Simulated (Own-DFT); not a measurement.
# From a pressure shift to a lattice shift: C40 NbSi2, 36 atoms (Nb12Si24)

Calculated, not measured: single-point runs of Own-DFT, a retired in-house plane-wave DFT program that no person has reviewed, on unrelaxed cells, without spin or spin-orbit coupling.

Caveats: forces on such cells failed a check on a denser k mesh; stress not checked against mesh or cutoff.

Each geometry was run with PBE and with PBEsol, otherwise alike: PseudoDojo norm-conserving scalar-relativistic files made for PBE; cutoff 42 hartree; 4 x 4 x 5 k mesh centred on Gamma; cold (Marzari-Vanderbilt) smearing of 0.2 eV. Unstrained cell vectors in Å: (0.000, 8.324, 0.000); (-9.613, 0.000, 0.000); (0.000, 0.000, 6.586). Each has a uniform strain, of which the change of volume is shown, and random moves of rms u per axis.

| run | volume change (%) | u (Å) | P with PBE (GPa) | P with PBEsol (GPa) |
|---|---|---|---|---|
| 1 | 0.20 | 0.0517 | 2.37 | -1.27 |
| 2 | 1.52 | 0.0556 | 0.98 | -2.61 |
| 3 | -0.47 | 0.0529 | 3.73 | 0.06 |
| 4 | 3.25 | 0.0510 | -2.44 | -5.96 |
| 5 | 2.33 | 0.0499 | -0.75 | -4.30 |
| 6 | 0.54 | 0.0558 | 1.85 | -1.78 |
| 7 | -0.05 | 0.0526 | 3.58 | -0.07 |
| 8 | -2.11 | 0.0487 | 6.62 | 2.87 |
| 9 | -2.16 | 0.0489 | 6.81 | 3.07 |
| 10 | 3.09 | 0.0450 | -2.85 | -6.36 |
| 11 | 2.98 | 0.0564 | -1.70 | ? |

Q: by how much does PBEsol shrink this cell, and what belongs in the blank?

## Solution

Write v for the change of volume as a fraction. Fitted to v and u², the PBE pressure has a slope of -172 ± 6 GPa in v, with the ions held to the strained lattice. The difference PBEsol less PBE is -3.65 + 4.3 v GPa (slope ± 0.1) and averages -3.63 GPa. Divided by the mean slope of the two, 170 GPa, that makes PBEsol's volume at a given pressure, near 0 GPa, about 2.1 % smaller, or 0.71 % in lengths. At one volume PBEsol's slope is the smaller by 4 GPa, but its pressure there is lower too. If stiffness rises by about 4 GPa for each GPa, PBEsol at equal pressure is stiffer by about 10 GPa. Files made for PBEsol would give a different shift.

For run 11 the line gives -5.23 GPa. Computed: -5.23 GPa.
